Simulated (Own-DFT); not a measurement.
Simulation results for AlN (wurtzite, atoms displaced)

Computed with Own-DFT development build. A calculation, not a measurement: plane-wave PBE density functional theory by an unreviewed code, no spin, of a simulated periodic cell, stress positive in tension, free energy of the whole cell less one offset for each atom, forces on such cells passed a denser k mesh, this cell's mesh not checked; offsets are fitted by least squares, one for each functional and potential file, so energies compare only between cells with the same atoms and settings and are not formation energies; the far tail of each file's local potential was reset to the Coulomb form; each entry is a single point on an unrelaxed cell, so the pressure reflects the starting lattice, mostly measured values (interpolated for alloys), from which strain is counted, and rises with the displacements; printed positions are rounded, which can move forces by about a meV/angstrom; the program, named Own-DFT, is a retired in-house code; no spin-orbit coupling.

```yaml
- formula: AlN
  kind: "wurtzite, atoms displaced"
  structure:
    cell_angstrom: [[12.448, 0.0, 0.0], [-6.224, 10.7803, 0.0], [0.0, 0.0, 9.964]]
    atoms_fractional:
      - [Al, 0.08163, 0.16709, 0.99747]
      - [Al, 0.16817, 0.08545, 0.24727]
      - ["N", 0.08534, 0.16833, 0.19553]
      - ["N", 0.17035, 0.08348, 0.439]
      - [Al, 0.08419, 0.16812, 0.4978]
      - [Al, 0.16782, 0.08313, 0.74732]
      - ["N", 0.08211, 0.16836, 0.68759]
      - ["N", 0.16591, 0.08175, 0.93996]
      - [Al, 0.08525, 0.41901, 0.00209]
      - [Al, 0.16713, 0.33483, 0.25218]
      - ["N", 0.08637, 0.4167, 0.18987]
      - ["N", 0.16915, 0.33188, 0.43789]
      - [Al, 0.08203, 0.41583, 0.50097]
      - [Al, 0.16871, 0.33616, 0.75192]
      - ["N", 0.08487, 0.41694, 0.68767]
      - ["N", 0.16684, 0.33309, 0.93929]
      - [Al, 0.08147, 0.66565, 0.99949]
      - [Al, 0.16688, 0.58329, 0.2542]
      - ["N", 0.07997, 0.66303, 0.18951]
      - ["N", 0.1647, 0.57942, 0.44102]
      - [Al, 0.08373, 0.66742, 0.50032]
      - [Al, 0.16582, 0.58381, 0.74716]
      - ["N", 0.08457, 0.6689, 0.69012]
      - ["N", 0.1639, 0.58225, 0.93906]
      - [Al, 0.08515, 0.91875, 5.0e-05]
      - [Al, 0.16279, 0.83164, 0.24996]
      - ["N", 0.08551, 0.91766, 0.19116]
      - ["N", 0.16575, 0.83063, 0.44627]
      - [Al, 0.08314, 0.91741, 0.4979]
      - [Al, 0.16393, 0.83063, 0.74926]
      - ["N", 0.08244, 0.91453, 0.69294]
      - ["N", 0.16722, 0.83162, 0.93952]
      - [Al, 0.33377, 0.16481, 0.99772]
      - [Al, 0.41593, 0.08433, 0.24756]
      - ["N", 0.33238, 0.1658, 0.19201]
      - ["N", 0.41966, 0.08335, 0.44235]
      - [Al, 0.33405, 0.16622, 0.49913]
      - [Al, 0.41509, 0.08184, 0.74478]
      - ["N", 0.33065, 0.16511, 0.692]
      - ["N", 0.41826, 0.08407, 0.941]
      - [Al, 0.33353, 0.4184, 0.99697]
      - [Al, 0.41665, 0.33189, 0.24924]
      - ["N", 0.33171, 0.41574, 0.19071]
      - ["N", 0.4204, 0.33566, 0.44034]
      - [Al, 0.33456, 0.41818, 0.50112]
      - [Al, 0.41363, 0.32866, 0.75437]
      - ["N", 0.33139, 0.41266, 0.69305]
      - ["N", 0.41695, 0.33301, 0.93637]
      - [Al, 0.33252, 0.66519, 0.00221]
      - [Al, 0.41539, 0.58183, 0.25041]
      - ["N", 0.33, 0.66629, 0.19178]
      - ["N", 0.4128, 0.58455, 0.44161]
      - [Al, 0.33322, 0.66406, 0.50516]
      - [Al, 0.41449, 0.58104, 0.74672]
      - ["N", 0.33153, 0.66136, 0.69262]
      - ["N", 0.41476, 0.58287, 0.94428]
      - [Al, 0.33122, 0.91663, 0.99704]
      - [Al, 0.4169, 0.83283, 0.25162]
      - ["N", 0.33487, 0.91661, 0.18894]
      - ["N", 0.41793, 0.83452, 0.44077]
      - [Al, 0.33433, 0.91724, 0.50152]
      - [Al, 0.41716, 0.83441, 0.74635]
      - ["N", 0.3338, 0.9192, 0.68945]
      - ["N", 0.41897, 0.83364, 0.93789]
      - [Al, 0.58389, 0.16654, 1.0]
      - [Al, 0.66482, 0.0849, 0.2501]
      - ["N", 0.58233, 0.1662, 0.19407]
      - ["N", 0.66567, 0.08442, 0.44091]
      - [Al, 0.58421, 0.16904, 0.50154]
      - [Al, 0.66775, 0.08518, 0.75102]
      - ["N", 0.58566, 0.16922, 0.69298]
      - ["N", 0.66763, 0.08477, 0.94008]
      - [Al, 0.57973, 0.41384, 0.99815]
      - [Al, 0.66793, 0.33196, 0.25033]
      - ["N", 0.58458, 0.41591, 0.19025]
      - ["N", 0.66778, 0.33418, 0.44584]
      - [Al, 0.58669, 0.41569, 0.49938]
      - [Al, 0.66699, 0.33363, 0.75006]
      - ["N", 0.58624, 0.41828, 0.68868]
      - ["N", 0.66703, 0.33404, 0.94377]
      - [Al, 0.58527, 0.66763, 0.0001]
      - [Al, 0.66689, 0.58383, 0.25291]
      - ["N", 0.58267, 0.66599, 0.19364]
      - ["N", 0.66789, 0.5836, 0.44119]
      - [Al, 0.58443, 0.66787, 0.50041]
      - [Al, 0.66697, 0.58381, 0.74909]
      - ["N", 0.58303, 0.66661, 0.69055]
      - ["N", 0.66861, 0.58222, 0.94186]
      - [Al, 0.58138, 0.91522, 0.00222]
      - [Al, 0.66432, 0.83225, 0.2475]
      - ["N", 0.58644, 0.91577, 0.19235]
      - ["N", 0.66784, 0.83283, 0.43935]
      - [Al, 0.58259, 0.91638, 0.49917]
      - [Al, 0.66981, 0.83275, 0.74984]
      - ["N", 0.58337, 0.91658, 0.68836]
      - ["N", 0.66536, 0.83196, 0.94032]
      - [Al, 0.83105, 0.16507, 0.00188]
      - [Al, 0.91541, 0.08229, 0.25401]
      - ["N", 0.83347, 0.16492, 0.18859]
      - ["N", 0.91526, 0.08048, 0.44191]
      - [Al, 0.83255, 0.16497, 0.50154]
      - [Al, 0.9155, 0.08189, 0.74965]
      - ["N", 0.83379, 0.16865, 0.69046]
      - ["N", 0.91653, 0.08303, 0.93954]
      - [Al, 0.83582, 0.41807, 0.9973]
      - [Al, 0.91998, 0.3347, 0.25225]
      - ["N", 0.83476, 0.41819, 0.18961]
      - ["N", 0.91589, 0.32874, 0.44494]
      - [Al, 0.83414, 0.41966, 0.49604]
      - [Al, 0.9184, 0.33256, 0.75116]
      - ["N", 0.83283, 0.41401, 0.69003]
      - ["N", 0.91551, 0.33037, 0.93795]
      - [Al, 0.83567, 0.6673, 0.99853]
      - [Al, 0.91738, 0.58332, 0.25022]
      - ["N", 0.83518, 0.66879, 0.1934]
      - ["N", 0.91519, 0.58129, 0.44313]
      - [Al, 0.83178, 0.66807, 0.5028]
      - [Al, 0.91588, 0.58253, 0.7536]
      - ["N", 0.83411, 0.66729, 0.69408]
      - ["N", 0.91705, 0.58086, 0.93961]
      - [Al, 0.83323, 0.91639, 0.00042]
      - [Al, 0.91736, 0.8339, 0.2512]
      - ["N", 0.83232, 0.91336, 0.19205]
      - ["N", 0.91286, 0.83256, 0.4393]
      - [Al, 0.83554, 0.91881, 0.50059]
      - [Al, 0.91908, 0.83256, 0.7534]
      - ["N", 0.83507, 0.91978, 0.6915]
      - ["N", 0.91433, 0.83106, 0.94422]
  settings:
    functional: PBE
    potential_files: "PseudoDojo norm-conserving, scalar-relativistic, standard set"
    "wave_cutoff [hartree]": 42.0
    occupations: Fermi-Dirac
    "smearing_width [eV]": 0.1
    hardware: "one NVIDIA H100"
    k_mesh: "2 x 2 x 2 centred on Gamma"
  results:
    "free_energy_of_cell_above_offsets [eV]": "-62.360"
    "pressure [GPa]": 3.77
    "stress_xx [GPa]": -3.28
    "stress_yy [GPa]": -4.23
    "stress_zz [GPa]": -3.79
    "stress_yz [GPa]": 0.21
    "stress_xz [GPa]": -0.14
    "stress_xy [GPa]": -0.04
    force_element: [Al, Al, "N", "N", Al, Al, "N", "N", Al, Al, "N", "N", Al, Al, "N", "N", Al, Al, "N", "N", Al, Al, "N", "N", Al, Al, "N", "N", Al, Al, "N", "N", Al, Al, "N", "N", Al, Al, "N", "N", Al, Al, "N", "N", Al, Al, "N", "N", Al, Al, "N", "N", Al, Al, "N", "N", Al, Al, "N", "N", Al, Al, "N", "N", Al, Al, "N", "N", Al, Al, "N", "N", Al, Al, "N", "N", Al, Al, "N", "N", Al, Al, "N", "N", Al, Al, "N", "N", Al, Al, "N", "N", Al, Al, "N", "N", Al, Al, "N", "N", Al, Al, "N", "N", Al, Al, "N", "N", Al, Al, "N", "N", Al, Al, "N", "N", Al, Al, "N", "N", Al, Al, "N", "N", Al, Al, "N", "N"]
    "force_x [eV/angstrom]": [0.339, -0.131, -0.592, -0.673, 0.234, -1.055, 0.541, -0.048, -0.273, 0.434, -0.642, -0.607, 0.538, -0.508, -0.147, -0.143, 0.477, -0.223, 0.452, -0.098, -0.078, -0.069, -0.171, 0.385, -0.132, 1.063, -0.413, -0.113, -0.109, 0.45, -0.03, -0.673, -0.315, 0.266, 0.253, -0.666, 0.219, 0.467, 0.599, -0.216, 0.129, -0.08, 0.494, -0.311, 0.235, 0.559, 0.398, -0.429, -0.474, -0.203, 0.631, 1.279, -0.803, 0.647, -0.414, 0.574, 0.942, -0.043, -0.576, -0.357, -0.008, 0.255, -0.023, -0.738, 0.01, 0.825, -0.025, 0.253, 0.426, 0.081, -0.52, -0.187, 0.769, -0.253, -0.289, 0.344, -0.87, 0.173, -0.658, 0.067, -0.119, 0.281, -0.113, -0.31, -0.207, -0.027, -0.005, -0.508, 0.336, 0.994, -1.247, -0.276, 0.518, -0.872, 0.27, 0.211, 0.482, 0.249, -0.308, 0.078, -0.219, -0.03, 0.236, -0.149, -0.196, -0.299, 0.336, -0.302, 0.581, -0.264, 0.117, 0.299, -0.313, -0.608, 0.07, 0.002, 0.556, 0.274, 0.002, -0.298, -0.188, -0.097, -0.176, 0.984, -0.531, -0.765, 0.508, 0.624]
    "force_y [eV/angstrom]": [-0.055, -0.314, -0.338, -0.138, -0.361, -0.158, -0.214, 0.518, -0.654, -0.319, 0.239, 0.573, -0.532, -0.771, 0.127, 0.175, -0.003, -0.124, 0.625, 0.778, -0.77, -0.388, -0.748, 0.306, -0.704, 0.008, 0.018, 0.675, -0.285, 0.685, 0.437, 0.129, 0.277, -0.542, 0.287, 0.076, 0.445, 0.729, 0.1, -0.223, -0.542, 0.522, 0.059, -0.357, -0.48, 0.87, 0.607, -0.308, 0.434, 0.15, 0.085, -0.32, 0.646, -0.031, 1.095, 0.265, -0.126, 0.098, -0.137, -0.7, -0.063, -0.297, -0.949, -0.265, 0.224, -0.402, 0.131, -0.106, -0.322, -0.318, -0.581, -0.618, 0.628, 0.473, -0.011, -0.209, 0.484, 0.277, -0.468, -0.161, -0.558, -0.128, -0.202, -0.111, -0.176, -0.297, -0.141, 0.107, 0.357, -0.091, 0.403, 0.234, 0.227, 0.265, 0.089, 0.35, 0.219, -0.197, 0.411, 0.792, -0.242, 0.882, -0.656, -0.171, -0.844, -0.451, -0.456, 0.878, -1.08, 0.214, 0.723, 0.534, -0.627, -0.053, -0.471, 1.1, -0.21, -0.423, 0.048, 0.713, 0.018, -0.077, 0.693, 0.284, -0.704, 0.314, -0.995, 0.664]
    "force_z [eV/angstrom]": [0.661, 0.445, -0.873, 0.18, 0.063, 0.206, 0.502, -0.051, -0.575, -0.458, 0.415, 0.764, -0.236, -0.533, 0.637, 0.373, 0.049, -0.637, 0.325, 0.459, 0.095, 0.457, 0.089, 0.059, -0.013, 0.182, -0.036, -1.038, 0.356, 0.013, -0.519, 0.098, 0.288, 0.572, -0.726, -0.259, -0.013, 0.824, -0.46, -0.429, 0.616, 0.133, -0.275, 0.154, -0.16, -1.565, -0.319, 1.3, -0.438, -0.124, 0.07, 0.049, -0.776, 0.958, -0.163, -0.782, 0.27, -0.284, 0.252, 0.404, -0.517, 0.413, 0.267, 0.242, 0.061, 0.23, -0.682, -0.014, 0.154, -0.32, -0.242, 0.413, 0.411, 0.067, 0.131, -1.228, 0.216, 0.253, 0.553, -0.408, 0.172, -0.586, -0.416, 0.33, -0.342, 0.338, 0.068, -0.209, -0.466, 0.701, -0.263, 0.268, -0.118, -0.086, 0.382, 0.126, -0.5, -0.737, 0.811, 0.012, 0.027, -0.055, 0.183, 0.232, 0.348, -0.285, 0.321, -0.89, 1.126, -0.578, 0.139, 0.835, 0.77, 0.219, -0.439, -0.422, -0.218, -1.075, -0.234, 0.295, 0.232, -0.339, -0.255, 0.561, 0.038, -0.154, -0.022, -0.415]
    "wall_time [s]": 360.1
```
